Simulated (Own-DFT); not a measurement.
# One host, several defects: wurtzite GaN

Calculated, not measured: single-point runs of Own-DFT, a retired in-house plane-wave DFT program that no person has reviewed, on unrelaxed cells, without spin or spin-orbit coupling.

Method: PBE; PseudoDojo norm-conserving scalar-relativistic files; cutoff 42 hartree; 4 x 4 x 3 k mesh centred on Gamma; Fermi-Dirac smearing of 0.1 eV.

Limits (not all hold for every row): not probed for a lower state with spin; forces not confirmed at this smearing and k mesh; stress not checked against mesh or cutoff.

All runs share one cell, with vectors in Å (9.567, 0.000, 0.000); (-4.784, 8.285, 0.000); (0.000, 0.000, 10.370) and a volume of 822.0 Å³. The atoms are randomly displaced, by u rms on each axis. The defect's site can differ from row to row.

```
               cell  formula   u (Å)  P (GPa)
          no defect  Ga36N36  0.0182     5.91
          no defect  Ga36N36  0.0479     7.41
          no defect  Ga36N36  0.0519     7.61
one Ga on an N site  Ga37N35  0.0295    12.11
one Ga on an N site  Ga37N35  0.0525    13.26
one Ga on an N site  Ga37N35  0.0534    13.91
 one N on a Ga site  Ga35N37  0.0297     5.63
 one N on a Ga site  Ga35N37  0.0303        ?
 one N on a Ga site  Ga35N37  0.0487     6.66
 one N on a Ga site  Ga35N37  0.0506     6.88
```

## Fit

P = P0 + c u² + a shift for each defect gives P0 = 5.65 GPa, c = 745 ± 69 GPa/Å² and a scatter of 0.19 GPa. The shifts, and each times the cell's volume:

- one Ga on an N site: 5.84 ± 0.16 GPa, 29.9 eV
- one N on a Ga site: -0.71 ± 0.15 GPa, -3.6 eV

Against the defect-free cell, a freed cell would be larger where the shift is positive and smaller where it is negative (160.2 GPa Å³ is 1 eV). The atoms around the defects weren't relaxed, which would change these numbers.

## Prediction

Question: what pressure belongs in the blank (one N on a Ga site, u = 0.0303 Å)?

Estimate: 5.63 ± 0.23 GPa. The hidden result is 5.59 GPa.
